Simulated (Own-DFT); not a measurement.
# Energy and forces against displacement in 2H SiC, 32 atoms (C16Si16)

Calculated results; nothing here was measured. The program, named Own-DFT, is a retired in-house plane-wave density functional code that no person has reviewed. Each row is one single-point run on a periodic cell that was not relaxed, without spin or spin-orbit coupling.

Settings of every run: PBE; PseudoDojo norm-conserving scalar-relativistic files; cutoff 42 hartree; 5 x 5 x 3 k mesh centred on Gamma; Fermi-Dirac smearing of 0.1 eV.

Known limits, some of them of some rows only: some atoms lie very close together; forces on such cells passed a denser k mesh, each cell not checked; stress not checked against mesh or cutoff.

Cell vectors in Å: (6.165, 0.000, 0.000); (-3.083, 5.339, 0.000); (0.000, 0.000, 10.068). In each run every atom was moved at random and independently from its ideal site; u is the rms move along one axis. E is the free energy for each atom above the fitted value at u = 0, and F the rms of the force components.

| run | u (Å) | E (meV/atom) | F (eV/Å) | largest force (eV/Å) | P (GPa) |
|---|---|---|---|---|---|
| 1 | 0.0303 | 40.2 | 0.866 | 2.56 | 3.93 |
| 2 | 0.0329 | 46.9 | 0.995 | 2.94 | 4.03 |
| 3 | 0.0590 | 147.2 | 1.839 | 6.21 | 6.64 |
| 4 | 0.0601 | 143.8 | 2.048 | 10.44 | 5.88 |
| 5 | 0.0616 | 154.7 | 1.921 | 5.52 | 6.48 |
| 6 | 0.0950 | 333.9 | 2.921 | 11.29 | 10.95 |
| 7 | 0.1006 | ? | ? | ? | ? |
| 8 | 0.1072 | 584.5 | 5.468 | 31.58 | 17.78 |

## Worked fit

For small independent moves the energy grows as E = (3/2) K u², with K the mean stiffness felt by one atom. The runs with u up to 0.11 Å give K = 28.3 ± 2.0 eV/Å², with residuals divided by u² + 0.0006 Å², since the noise grows with the moves. The scatter is 13.7 meV/atom at u = 0.05 Å. The forces follow F = G u with G = 34.6 eV/Å²; no force at u = 0 is resolved. G exceeds K because the moves of its neighbours add to the force on an atom, and stiffness differs between atoms. The pressure follows P = 2.26 + 1194 u² GPa: at fixed volume, shortened bonds push harder than stretched ones pull.

## Withheld run

Question: what energy and rms force should run 7 give?

The fit gives 430 ± 56 meV/atom and about 3.48 eV/Å. The calculation gave 362.5 meV/atom and 3.256 eV/Å.
